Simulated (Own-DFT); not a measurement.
# Point defects and the pressure they add: zincblende GaAs

Calculated, not measured: single-point runs of Own-DFT, a retired in-house plane-wave DFT program that no person has reviewed, on unrelaxed cells, without spin or spin-orbit coupling.

Settings: PBE; PseudoDojo norm-conserving scalar-relativistic files; cutoff 42 hartree; 3 x 3 x 3 k mesh centred on Gamma; Fermi-Dirac smearing of 0.1 eV.

Known weak points (not all hold for every row): not probed for a lower state with spin; forces not confirmed at this smearing and k mesh; stress not checked against mesh or cutoff.

All runs share one cell, with vectors in Å (10.862, 0.000, 0.000); (0.000, 10.862, 0.000); (0.000, 0.000, 11.796) and a volume of 1391.7 Å³, strained against the parent crystal. u is the rms random offset of the atoms per axis. The defect's site can differ from row to row.

```
                             cell     formula   u (Å)  P (GPa)
                        no defect    As32Ga32  0.0319     6.69
                        no defect    As32Ga32  0.0499     7.00
                        no defect    As32Ga32  0.0539     7.32
one As vacancy and one Ga vacancy    As31Ga31  0.0270     5.95
one As vacancy and one Ga vacancy    As31Ga31  0.0292     6.02
one As vacancy and one Ga vacancy    As31Ga31  0.0506     6.27
              one In on a Ga site  As32Ga31In  0.0280        ?
              one In on a Ga site  As32Ga31In  0.0293     7.42
              one In on a Ga site  As32Ga31In  0.0302     7.38
              one In on a Ga site  As32Ga31In  0.0307     7.34
              one P on an As site   As31Ga32P  0.0303     6.39
              one P on an As site   As31Ga32P  0.0324     6.42
              one P on an As site   As31Ga32P  0.0508     6.73
              one Al on a Ga site  AlAs32Ga31  0.0297     6.67
              one Al on a Ga site  AlAs32Ga31  0.0486     6.96
              one Al on a Ga site  AlAs32Ga31  0.0505     7.10
```

## Fit

P = P0 + c u² + a shift for each defect gives P0 = 6.52 GPa, c = 225 ± 28 GPa/Å² and a scatter of 0.08 GPa. The shifts, and each times the cell's volume:

- one In on a Ga site: 0.65 ± 0.07 GPa, 5.7 eV
- one Al on a Ga site: -0.05 ± 0.06 GPa, -0.4 eV (not resolved)
- one P on an As site: -0.35 ± 0.06 GPa, -3.1 eV
- one As vacancy and one Ga vacancy: -0.76 ± 0.07 GPa, -6.6 eV

A positive shift means that the defect pushes the cell outwards. Shift times volume (160.2 GPa Å³ is 1 eV) depends little on the cell's size, so, taken for each site, it can be compared between cells at like pressure. The atoms around the defects weren't relaxed, which would change these numbers.

## Prediction

Q: what pressure belongs in the blank (one In on a Ga site, u = 0.0280 Å)?

The fit gives 7.35 ± 0.09 GPa. Computed: 7.42 GPa.
